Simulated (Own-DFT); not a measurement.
# One host, several defects: C40 NbSi2

The numbers are computed, not measured, by runs of the plane-wave DFT program Own-DFT (in-house, retired, unreviewed) at fixed positions, with no spin and no spin-orbit coupling.

Settings: PBE; PseudoDojo norm-conserving scalar-relativistic files; cutoff 42 hartree; 4 x 4 x 5 k mesh centred on Gamma; cold (Marzari-Vanderbilt) smearing of 0.2 eV.

Known weak points: forces on such cells failed a check on a denser k mesh; stress not checked against mesh or cutoff.

All runs share one cell, with vectors in Å (0.000, 8.324, 0.000); (-9.613, 0.000, 0.000); (0.000, 0.000, 6.586) and a volume of 527.0 Å³. The atoms are randomly displaced, by u rms on each axis. The defect's site can differ from row to row.

| cell | formula | u (Å) | P (GPa) |
|---|---|---|---|
| no defect | Nb12Si24 | 0.0203 | 1.50 |
| no defect | Nb12Si24 | 0.0466 | 2.40 |
| no defect | Nb12Si24 | 0.0513 | 2.49 |
| one Si vacancy | Nb12Si23 | 0.0286 | 0.95 |
| one Si vacancy | Nb12Si23 | 0.0462 | 1.75 |
| one Si vacancy | Nb12Si23 | 0.0505 | 2.05 |
| two Si on a Nb site each | Nb10Si26 | 0.0289 | 1.64 |
| two Si on a Nb site each | Nb10Si26 | 0.0500 | 2.31 |
| two Si on a Nb site each | Nb10Si26 | 0.0524 | 2.66 |
| two Nb on a Si site each | Nb14Si22 | 0.0281 | 7.56 |
| two Nb on a Si site each | Nb14Si22 | 0.0320 | 7.80 |
| two Nb on a Si site each | Nb14Si22 | 0.0541 | ? |
| two Nb on a Si site each | Nb14Si22 | 0.0545 | 7.95 |

## Worked fit

P = P0 + c u² + a shift for each defect gives P0 = 1.44 GPa, c = 398 ± 74 GPa/Å² and a scatter of 0.23 GPa. The shifts, and each times the cell's volume:

- two Nb on a Si site each: 5.70 ± 0.19 GPa, 18.7 eV (9.4 eV for each of its 2 sites)
- two Si on a Nb site each: -0.04 ± 0.19 GPa, -0.1 eV (-0.1 eV for each of its 2 sites) (not resolved)
- one Si vacancy: -0.59 ± 0.19 GPa, -1.9 eV

Against the defect-free cell, a freed cell would be larger where the shift is positive and smaller where it is negative (160.2 GPa Å³ is 1 eV). The atoms around the defects weren't relaxed, which would change these numbers.

## Prediction

Q: what pressure belongs in the blank (two Nb on a Si site each, u = 0.0541 Å)?

The fitted form gives 8.30 ± 0.28 GPa. The run itself gave 8.85 GPa.
